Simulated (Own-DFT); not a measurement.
# Response to strain: wurtzite GaN, 72 atoms (Ga36N36)

These are calculations, not measurements. They come from Own-DFT, an in-house plane-wave density functional program, since retired, whose code no person has reviewed. Each row is one single-point run on a periodic cell that was not relaxed, without spin or spin-orbit coupling.

Settings of every run: PBE; PseudoDojo norm-conserving scalar-relativistic files; cutoff 42 hartree; 4 x 4 x 3 k mesh centred on Gamma; Fermi-Dirac smearing of 0.1 eV.

Known limits: forces not confirmed at this smearing and k mesh; stress not checked against mesh or cutoff.

Unstrained cell vectors in Å: (9.567, 0.000, 0.000); (-4.784, 8.285, 0.000); (0.000, 0.000, 10.370). The unstrained cell has measured lattice constants (interpolated for alloys), not those of this functional. That, the random moves and any unrelaxed bonds set the pressure at no strain. Each run strains this cell uniformly, with the atoms carried along. Every atom was also moved at random, by a Gaussian of width 0.05 Å on each axis. Strain is the symmetric tensor, in per cent. Stress is positive in tension, and the pressure is minus a third of its trace.

```
run,e_xx (%),e_yy (%),e_zz (%),s_xx (GPa),s_yy (GPa),s_zz (GPa),P (GPa),E (meV/atom)
1,-0.50,-0.50,0.00,-10.06,-11.86,-7.82,9.91,34.0
2,-0.25,-0.25,0.00,-8.44,-8.26,-8.65,8.45,17.7
3,0.25,0.25,0.00,-7.75,-5.47,-6.85,6.69,16.6
4,2.50,2.50,0.00,4.70,2.74,-4.00,-1.15,12.6
5,-2.25,-2.25,0.00,-21.78,-20.31,-11.29,17.79,58.7
6,1.00,1.00,0.00,-3.28,-1.85,-5.47,3.53,0.0
7,1.25,1.25,0.00,-1.72,0.26,-7.00,2.82,9.6
8,2.25,2.25,0.00,3.60,2.33,-4.49,-0.48,9.1
9,0.75,0.75,0.00,?,?,?,?,?
```

E is the free energy for each atom above the lowest run shown.

## Worked fit

The change of volume is close to e_xx + e_yy + e_zz. A straight line through the runs shown gives P = 8.09 - 198 x (fractional change of volume) GPa, with an error of 8 on the slope and a scatter of 0.66 GPa. The strain isn't the same on all axes and the cell isn't cubic, so the slope belongs to this path and is not the bulk modulus.

## Withheld run

Question: what pressure should run 9 give? Its volume changes by 1.51 %.

The line gives 5.1 GPa. The calculation gave 4.36 GPa.
